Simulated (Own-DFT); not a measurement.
# Response to strain: wurtzite AlGaN with randomly placed atoms, 72 atoms (Al9Ga27N36)

All numbers below are calculated, not measured. The program, named Own-DFT, is a retired in-house plane-wave density functional code that no person has reviewed. Each row is one single-point run on a periodic cell that was not relaxed, without spin or spin-orbit coupling.

Settings of every run: PBE; PseudoDojo norm-conserving scalar-relativistic files (stringent for Ga); cutoff 96 hartree; 4 x 4 x 3 k mesh centred on Gamma; Gaussian smearing of 0.01 eV.

Known limits: forces on such cells passed a denser k mesh, each cell not checked; stress not checked against mesh or cutoff.

Unstrained cell vectors in Å: (9.509, 0.000, 0.000); (-4.755, 8.235, 0.000); (0.000, 0.000, 10.268). The unstrained cell has measured lattice constants (interpolated for alloys), not those of this functional. That, the random moves and any unrelaxed bonds set the pressure at no strain. Each run strains this cell uniformly, with the atoms carried along. Every atom was also moved at random, by a Gaussian of width 0.05 Å on each axis. The random placing of the alloy's atoms differs from row to row. Strain is the symmetric tensor, in per cent. Stress is positive in tension, and the pressure is minus a third of its trace.

```
run  e_xx (%)  e_yy (%)  e_zz (%)  s_xx (GPa)  s_yy (GPa)  s_zz (GPa)  P (GPa)  E (meV/atom)
  1     -3.00     -3.00      0.00      -24.77      -25.01      -13.66    21.14          63.8
  2     -1.50     -1.50      0.00      -15.61      -16.12      -10.08    13.94          31.9
  3      1.75      1.75      0.00        1.66        2.85       -6.94     0.81           9.0
  4     -2.75     -2.75      0.00      -25.38      -24.63      -12.10    20.70          76.4
  5      3.00      3.00      0.00        6.94        7.99       -3.80    -3.71           0.0
  6      1.00      1.00      0.00       -2.33       -2.26       -6.11     3.56          14.2
  7     -0.50     -0.50      0.00       -8.33       -9.27       -9.06     8.89           2.0
  8      1.50      1.50      0.00        1.09        2.13       -8.17     1.65           0.8
  9      0.25      0.25      0.00           ?           ?           ?        ?             ?
```

E is the free energy for each atom above the lowest run shown.

## Worked fit

The change of volume is close to e_xx + e_yy + e_zz. A straight line through the runs shown gives P = 8.20 - 212 x (fractional change of volume) GPa, with an error of 8 on the slope and a scatter of 0.89 GPa. The strain isn't the same on all axes and the cell isn't cubic, so the slope belongs to this path and is not the bulk modulus.

## Withheld run

Question: what pressure should run 9 give? Its volume changes by 0.50 %.

The line gives 7.1 GPa. The calculation gave 6.54 GPa.
